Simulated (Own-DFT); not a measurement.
AlGa3N4 (wurtzite random alloy, strained, atoms displaced) (calculated)

A calculation, not a measurement: plane-wave PBE density functional theory by an unreviewed code, no spin, of a simulated periodic cell, stress positive in tension, free energy of the whole cell less one offset for each atom, forces on such cells passed a denser k mesh, this cell's mesh not checked; offsets are fitted by least squares, one for each functional and potential file, so energies compare only between cells with the same atoms and settings and are not formation energies; the far tail of each file's local potential was reset to the Coulomb form; each entry is a single point on an unrelaxed cell, so the pressure reflects the starting lattice, mostly measured values, from which strain is counted, and rises with the displacements; printed positions are rounded, which can move forces by about a meV/angstrom; the program is a retired in-house code; no spin-orbit coupling. Program: Own-DFT development build.

Settings shared by all entries: functional PBE; potential files PseudoDojo norm-conserving, scalar-relativistic, standard set with the stringent files for Ga; wave cutoff 96 hartree; occupations Gaussian; smearing width 0.01 eV; k mesh 4 x 4 x 3 centred on Gamma.

(1) AlGa3N4 (wurtzite random alloy, strained, atoms displaced)

```xyz
72
Lattice="9.4617 0.0000 0.0000 -4.7309 8.1941 0.0000 0.0000 0.0000 10.2685" Properties=species:S:1:pos:R:3 AlGa3N4
Ga    -0.0181     1.7996    10.2511
Ga     1.5796     0.9893     2.6227
N      0.0323     1.8638     1.8764
N      1.5651     0.9340     4.4886
Ga    -0.0204     1.7538     5.1630
Ga     1.5482     0.9758     7.7572
N     -0.0072     1.7786     7.1176
N      1.6290     0.9096     9.7130
Ga    -1.5372     4.6709    10.2056
Ga     0.0422     3.6934     2.5222
N     -1.4900     4.5572     1.9929
N      0.0184     3.6457     4.5963
Ga    -1.5780     4.5641     5.0661
Ga     0.0420     3.6496     7.6927
N     -1.5909     4.6147     6.9454
N     -0.0046     3.6071     9.5758
Ga    -3.2189     7.2964    10.2453
Ga    -1.6017     6.3190     2.5418
N     -3.1490     7.2596     1.9951
N     -1.5172     6.3072     4.4946
Ga    -3.2102     7.3018     5.1404
Al    -1.6098     6.3791     7.7482
N     -3.1669     7.2824     7.0856
N     -1.6781     6.3210     9.5401
Al     3.0785     1.8631    10.1674
Al     4.7987     0.7928     2.4990
N      3.1781     1.9039     1.9194
N      4.7315     0.9419     4.5057
Al     3.2169     1.8132     5.1543
Al     4.7381     0.8988     7.6692
N      3.1143     1.8234     6.9946
N      4.7949     0.8831     9.6801
Ga     1.6537     4.4644     0.1012
Al     3.1531     3.6884     2.4918
N      1.5710     4.6214     1.8761
N      3.1759     3.6342     4.5289
Al     1.5863     4.5798     5.1375
Ga     3.1718     3.6518     7.7343
N      1.5320     4.5921     7.1298
N      3.1656     3.6789     9.6984
Ga     0.0564     7.1739     0.0260
Ga     1.6048     6.4052     2.5002
N      0.0211     7.3070     1.9545
N      1.5969     6.4838     4.5718
Ga     0.0024     7.2319     5.1110
Ga     1.5527     6.5086     7.7221
N      0.1113     7.2641     7.0896
N      1.5403     6.3668     9.7513
Ga     6.3174     1.8786    10.2539
Ga     7.8723     0.9277     2.5396
N      6.2655     1.8973     1.9527
N      7.9309     0.8870     4.4511
Ga     6.3497     1.9144     5.1356
Ga     7.8984     0.9519     7.7762
N      6.3115     1.8285     7.0233
N      7.8281     0.9456     9.6459
Ga     4.6765     4.6804    10.2091
Ga     6.3288     3.7705     2.5653
N      4.7338     4.5792     1.9899
N      6.3208     3.7116     4.5294
Al     4.7195     4.5254     5.0982
Ga     6.2614     3.6033     7.6648
N      4.7396     4.4895     7.0801
N      6.2874     3.5832     9.6353
Ga     3.0647     7.3206     0.0705
Al     4.7739     6.3345     2.5547
N      3.1638     7.2178     1.9780
N      4.7248     6.3909     4.4774
Ga     3.1572     7.2581     5.1221
Ga     4.6953     6.3151     7.6595
N      3.1400     7.2701     7.1415
N      4.7009     6.4630     9.6151
```

The calculation gives: free energy of cell above offsets -8.783 eV; pressure 9.21 GPa; stress xx -10.65 GPa; stress yy -9.49 GPa; stress zz -7.48 GPa; stress yz 0.19 GPa; stress xz -0.09 GPa; stress xy -0.02 GPa.

Force:
```
element  x (eV/Å)  y (eV/Å)  z (eV/Å)
     Ga    -0.065      0.45    -0.007
     Ga     0.729    -0.482    -1.267
      N    -0.577    -0.311     0.778
      N     1.285     0.066     1.304
     Ga     0.483      1.18    -0.007
     Ga     0.677    -1.462    -0.561
      N    -0.194     0.813    -0.463
      N    -0.871     0.358    -1.127
     Ga    -0.517     -3.73     0.928
     Ga     0.352    -1.328      1.77
      N    -1.169     0.105    -2.001
      N     1.083    -0.125    -1.401
     Ga     0.716    -0.465     0.952
     Ga    -1.565      0.35    -0.921
      N    -0.071     -0.15     2.703
      N     0.386      0.65     1.478
     Ga     1.057    -0.037     1.179
     Ga     0.723     1.647     1.041
      N    -0.758      0.35    -0.942
      N    -1.259     1.955    -0.656
     Ga     1.381    -0.197    -0.071
     Al     0.574     -0.24    -2.879
      N     0.549     0.107     0.409
      N     0.874     2.416     1.068
     Al      2.93    -0.608     2.333
     Al    -1.175     3.924     1.266
      N     0.265    -0.747     -0.69
      N     0.059    -0.433    -0.808
     Al    -1.006     0.209    -1.456
     Al     0.051    -0.064     0.337
      N     1.228    -0.382     1.601
      N    -2.158     0.148    -1.551
     Ga    -2.215     1.153    -3.151
     Al     0.355    -0.818     1.446
      N     1.101    -0.933     2.839
      N     -0.62     0.481    -0.725
     Al      0.11    -0.046     0.646
     Ga    -1.213     0.135    -0.744
      N     1.815       0.4    -1.339
      N     0.448    -1.397    -1.077
     Ga    -2.699     2.347    -0.068
     Ga    -0.781    -0.209      2.03
      N    -0.617    -1.391    -0.462
      N    -0.165    -3.154    -1.722
     Ga    -0.413     1.537     0.714
     Ga     1.773    -3.036     1.508
      N    -4.691     2.036     -0.31
      N     1.795     -1.66    -1.584
     Ga    -0.859     -0.82     1.351
     Ga     0.171     0.433    -0.097
      N     0.361    -0.945     0.187
      N    -0.918     0.369     0.662
     Ga    -0.216    -1.554    -1.044
     Ga    -0.668    -0.776    -1.189
      N    -0.523    -0.967     1.023
      N     0.961    -0.788     0.758
     Ga     1.717    -1.422     1.104
     Ga    -0.065    -1.915     0.197
      N    -0.857     0.655    -1.011
      N    -1.268     -0.07    -0.741
     Al     0.014     0.663     0.317
     Ga     1.975     0.729     0.513
      N     -0.79     0.848    -1.427
      N     -0.02     3.047    -0.427
     Ga     0.838     0.129    -0.735
     Al      -0.5     1.039     0.621
      N     1.696     1.067    -0.228
      N     0.064    -1.617    -0.201
     Ga     0.548      1.07     0.914
     Ga     0.522     0.805      0.16
      N     0.804     0.885    -1.003
      N    -0.985    -0.278    -0.041
```

(2) AlGa3N4 (wurtzite random alloy, strained, atoms displaced)

```xyz
72
Lattice="9.4617 0.0000 0.0000 -4.7309 8.1941 0.0000 0.0000 0.0000 10.2685" Properties=species:S:1:pos:R:3 AlGa3N4
Ga     0.0164     1.7829     0.0260
Ga     1.5561     0.8236     2.5036
N      0.0516     1.8252     2.0324
N      1.6055     0.9498     4.4516
Ga    -0.0537     1.8623     5.1816
Ga     1.5573     0.9309     7.7557
N     -0.0859     1.8117     7.0417
N      1.6091     0.9766     9.6543
Al    -1.4731     4.6297     0.0318
Ga    -0.0325     3.5462     2.5243
N     -1.4834     4.5103     1.9977
N      0.0454     3.7510     4.4249
Ga    -1.5195     4.6021     5.1471
Ga    -0.0341     3.6102     7.6947
N     -1.6441     4.6076     7.0914
N     -0.0152     3.6570     9.6816
Ga    -3.1707     7.3712    10.2637
Al    -1.6171     6.3675     2.5841
N     -3.2380     7.3424     1.9069
N     -1.5652     6.2765     4.5157
Ga    -3.1910     7.2765     5.0197
Ga    -1.5271     6.2809     7.6732
N     -3.1511     7.3071     7.1170
N     -1.5591     6.4722     9.6776
Ga     3.0952     1.8498    10.2426
Ga     4.6885     0.9047     2.6134
N      3.1416     1.8369     1.9375
N      4.6450     0.8865     4.5086
Ga     3.0626     1.8717     5.0976
Ga     4.7417     1.0044     7.6967
N      3.1914     1.8281     7.1506
N      4.7070     0.9421     9.6254
Ga     1.6160     4.6007    10.2374
Ga     3.1636     3.8020     2.5915
N      1.5440     4.6247     2.0043
N      3.2272     3.5725     4.4801
Al     1.5218     4.5847     5.1631
Ga     3.1441     3.6335     7.6887
N      1.6353     4.6090     7.0116
N      3.1759     3.6280     9.6037
Ga     0.0201     7.2396     0.0875
Al     1.5745     6.3401     2.5839
N      0.0074     7.2888     1.9471
N      1.5589     6.3220     4.4432
Ga    -0.0110     7.3924     5.1460
Al     1.5709     6.2930     7.6114
N      0.0180     7.2415     7.0834
N      1.5268     6.3085     9.6515
Al     6.2958     1.8417    10.2292
Ga     7.8978     1.0395     2.6130
N      6.2841     1.8615     2.0438
N      7.8147     1.0172     4.4361
Al     6.2875     1.7231     5.1046
Ga     7.9018     0.8796     7.7118
N      6.3125     1.7887     7.0500
N      7.9333     0.9148     9.7057
Al     4.6933     4.5615    10.1896
Ga     6.3322     3.5957     2.4685
N      4.7474     4.5586     1.9787
N      6.2617     3.5848     4.4326
Ga     4.6836     4.5825     5.1032
Al     6.3284     3.6006     7.7256
N      4.7889     4.5889     7.1406
N      6.2510     3.6321     9.6458
Ga     3.0735     7.2674    10.2575
Ga     4.8017     6.4115     2.4576
N      3.1260     7.1916     1.9293
N      4.8643     6.3746     4.4655
Ga     3.1682     7.3118     5.0912
Ga     4.7251     6.3531     7.7342
N      3.2602     7.3268     7.0411
N      4.6526     6.4530     9.6503
```

The calculation gives: free energy of cell above offsets -7.725 eV; pressure 9.63 GPa; stress xx -9.02 GPa; stress yy -12.6 GPa; stress zz -7.25 GPa; stress yz -0.49 GPa; stress xz -0.38 GPa; stress xy -0.71 GPa.

Force:
```
element  x (eV/Å)  y (eV/Å)  z (eV/Å)
     Ga     -0.09     1.084     0.678
     Ga     1.426     3.212     1.534
      N    -0.656    -1.438    -2.113
      N    -1.859    -0.819     0.379
     Ga     0.721     0.308    -1.978
     Ga      0.42     -0.64    -1.237
      N     1.548     0.678     0.947
      N    -1.555      -0.6    -0.237
     Al     -1.73    -0.249      0.16
     Ga     2.055     2.301     1.108
      N    -2.028     2.203    -2.197
      N     0.083    -1.521     1.956
     Ga    -1.675    -2.615    -0.346
     Ga     0.151     0.869     0.369
      N     0.443    -3.468    -0.245
      N     0.124    -0.128    -0.575
     Ga    -0.053    -1.165    -0.869
     Al     0.953    -0.369    -0.046
      N     3.275    -2.022     -0.61
      N    -0.143     3.383    -1.696
     Ga     2.668      1.37     2.678
     Ga    -0.926      3.67     1.223
      N     0.359     -0.17    -0.671
      N    -0.689    -2.077    -0.051
     Ga     2.225     0.183     1.394
     Ga     0.009      0.48    -0.975
      N    -0.329     0.416    -0.151
      N     1.156     1.586      0.51
     Ga     1.231    -1.046     1.303
     Ga     0.166     -2.26      0.77
      N    -1.795     0.297    -1.715
      N     1.234     -0.24     0.788
     Ga     -0.11    -1.954     1.553
     Ga     -0.61    -2.034    -0.428
      N    -0.007    -1.013    -1.398
      N    -2.145     2.602      0.76
     Al     1.296    -0.345    -1.566
     Ga     0.932     0.563    -0.176
      N    -1.116    -1.451     0.063
      N    -0.211     1.199      0.49
     Ga    -0.109     1.685      -1.3
     Al    -0.268     1.179    -0.177
      N    -0.519    -0.956     1.633
      N     0.542     0.748     1.072
     Ga    -0.211    -2.882     0.308
     Al     0.395     2.614      1.21
      N     0.929     0.471    -0.024
      N     0.382     1.681     -2.47
     Al     -0.27    -0.413     1.009
     Ga    -0.605    -2.157    -1.806
      N     0.008    -2.357    -3.113
      N     0.946    -1.453     2.178
     Al    -1.305     2.482     0.097
     Ga    -0.981     0.025     0.776
      N     0.742     1.135    -0.643
      N    -1.878      0.39     -0.71
     Al     0.498     0.437     1.061
     Ga    -0.355     2.212     1.769
      N     0.567     0.541    -2.566
      N     0.784     -0.22     1.563
     Ga     1.839     -0.72     0.604
     Al    -0.565     0.456     -0.41
      N    -0.165    -1.625    -0.783
      N     1.351     0.626     0.023
     Ga     0.066     0.315     0.814
     Ga    -2.632    -1.479     1.357
      N    -0.381      1.43     0.591
      N    -3.696    -0.485     -1.06
     Ga     0.264    -0.378    -0.498
     Ga     1.034     0.866    -0.243
      N     -2.38    -1.314    -0.102
      N     1.223    -1.632     0.453
```

(3) AlGa3N4 (wurtzite random alloy, strained, atoms displaced)

```xyz
72
Lattice="9.4617 0.0000 0.0000 -4.7309 8.1941 0.0000 0.0000 0.0000 10.2685" Properties=species:S:1:pos:R:3 AlGa3N4
Ga    -0.0525     1.8875     0.0308
Al     1.5712     0.9035     2.5938
N      0.0608     1.8314     1.9584
N      1.5735     0.9792     4.5281
Ga     0.0076     1.8485     5.1420
Ga     1.6035     0.9414     7.7114
N      0.0005     1.8169     7.0083
N      1.5159     0.9388     9.5933
Ga    -1.6218     4.5701    10.2007
Ga    -0.0128     3.7079     2.5402
N     -1.5776     4.5190     1.9285
N      0.0023     3.6555     4.5789
Ga    -1.6291     4.5887     5.1591
Ga     0.0031     3.6696     7.7417
N     -1.5995     4.5437     7.1015
N     -0.0433     3.6031     9.6010
Al    -3.1508     7.2656    10.2663
Ga    -1.5916     6.3607     2.5588
N     -3.0364     7.3131     2.0046
N     -1.6057     6.3358     4.4671
Al    -3.1841     7.2427     5.1759
Ga    -1.5132     6.4469     7.7503
N     -3.1580     7.3717     7.1451
N     -1.6367     6.3218     9.6923
Ga     3.1039     1.9142    10.2453
Ga     4.7701     0.9893     2.4788
N      3.1944     1.7784     1.7962
N      4.7904     0.9684     4.5795
Al     3.1776     1.8395     5.0893
Al     4.8382     0.9956     7.7182
N      3.0745     1.8423     7.1051
N      4.6939     0.9364     9.6362
Ga     1.6300     4.5985    10.2498
Al     3.1160     3.6573     2.5539
N      1.5315     4.5550     2.0260
N      3.2376     3.6629     4.4452
Ga     1.6130     4.5357     5.1565
Ga     3.0605     3.6500     7.6908
N      1.6150     4.5156     7.0360
N      3.1554     3.7278     9.6611
Ga     0.0507     7.3332     0.0743
Ga     1.5505     6.2920     2.6415
N     -0.0620     7.3799     1.9615
N      1.5128     6.3244     4.5546
Al     0.0427     7.2489     5.0962
Ga     1.6601     6.4934     7.7219
N     -0.0121     7.3029     7.1387
N      1.5844     6.3928     9.6132
Ga     6.2913     1.8342    10.2554
Ga     7.8346     0.8298     2.4700
N      6.3855     1.8975     1.9220
N      7.8779     0.9156     4.5111
Ga     6.2787     1.7851     5.0820
Ga     7.7977     0.9913     7.7984
N      6.2495     1.8627     7.1549
N      7.9047     0.9245     9.6533
Ga     4.6421     4.4977    10.2102
Ga     6.3091     3.6091     2.5704
N      4.7662     4.5509     1.9140
N      6.2803     3.6665     4.5129
Ga     4.6576     4.5744     5.1975
Al     6.3659     3.6480     7.8078
N      4.7454     4.5261     7.1035
N      6.3348     3.6849     9.6503
Ga     3.0969     7.2353     0.0521
Ga     4.7953     6.3606     2.5004
N      3.0668     7.3486     1.8838
N      4.6975     6.3484     4.4587
Al     3.1419     7.2678     5.1692
Ga     4.7290     6.3322     7.6881
N      3.1072     7.2956     7.1049
N      4.8466     6.4351     9.6684
```

It finds free energy of cell above offsets -8.361 eV; pressure 9.47 GPa; stress xx -10.37 GPa; stress yy -9.83 GPa; stress zz -8.19 GPa; stress yz 0.01 GPa; stress xz -0.5 GPa; stress xy -1.16 GPa.

Force:
```
element  x (eV/Å)  y (eV/Å)  z (eV/Å)
     Ga     1.092    -1.403     0.203
     Al     0.594     0.414    -0.103
      N    -0.359    -0.452     0.199
      N     1.446    -1.623    -0.889
     Ga    -0.679    -0.108    -0.394
     Ga     -1.69     0.296     0.011
      N    -0.841     0.211     1.907
      N     0.651    -0.601     1.722
     Ga     1.225    -0.455     1.717
     Ga    -0.943    -1.875     1.732
      N    -0.273     0.814    -0.581
      N    -0.221     0.642    -1.279
     Ga     0.604    -1.138     0.197
     Ga     0.024    -0.689    -1.866
      N    -0.323     0.559     0.538
      N     1.006     1.824      1.11
     Al     1.024      1.69     0.602
     Ga     1.002    -0.834     0.228
      N    -2.593     1.043    -1.864
      N     0.385     2.037     1.461
     Al     0.339     0.983    -0.318
     Ga    -1.579    -1.035      0.11
      N     0.039    -2.207    -2.099
      N     1.009      2.39    -0.191
     Ga     -0.43    -1.691    -1.393
     Ga    -0.042     0.034     1.321
      N    -1.512     1.718     3.351
      N     -3.12    -2.412    -1.443
     Al    -0.349    -0.003     1.018
     Al    -3.649    -1.524     0.235
      N     3.167     0.064    -1.495
      N     0.456     0.227    -0.722
     Ga    -2.218    -0.338     0.725
     Al     1.171    -0.538    -0.227
      N     2.078    -0.373    -1.864
      N    -1.723     -1.43    -0.369
     Ga    -0.505    -0.928    -0.424
     Ga     1.951    -0.616     0.215
      N    -1.395     1.973     0.923
      N    -1.695      -1.4     -1.38
     Ga     -1.44    -0.466    -0.985
     Ga    -0.266     2.232    -0.329
      N     1.508     -1.55     0.521
      N     1.559     1.359     0.077
     Al     -1.82     0.894     1.024
     Ga    -2.817    -2.376    -0.275
      N       1.5     1.578    -1.708
      N    -0.571    -0.246     0.666
     Ga     0.209     0.223    -0.003
     Ga      1.54      2.92     2.279
      N    -0.993    -1.457    -0.618
      N    -0.037    -1.524    -0.378
     Ga     2.332     2.038      1.43
     Ga     2.059    -0.467    -1.807
      N     1.146     1.306    -0.915
      N    -1.009    -0.566     0.997
     Ga     3.563     2.421     1.331
     Ga     0.234     1.601     0.811
      N     -1.75    -0.575      -0.2
      N    -0.221    -0.358     0.157
     Ga     1.827    -0.241    -0.539
     Al    -0.829      0.38    -1.753
      N     0.316    -0.501     0.746
      N    -1.658    -1.199    -0.596
     Ga     2.012     0.945    -1.706
     Ga    -0.459     0.471     0.394
      N     0.572    -3.383     1.122
      N    -0.057     1.483     1.185
     Al     0.048     0.674    -0.537
     Ga     0.445     1.207     0.779
      N     2.433     1.222     -1.72
      N    -2.502    -1.293    -0.079
```
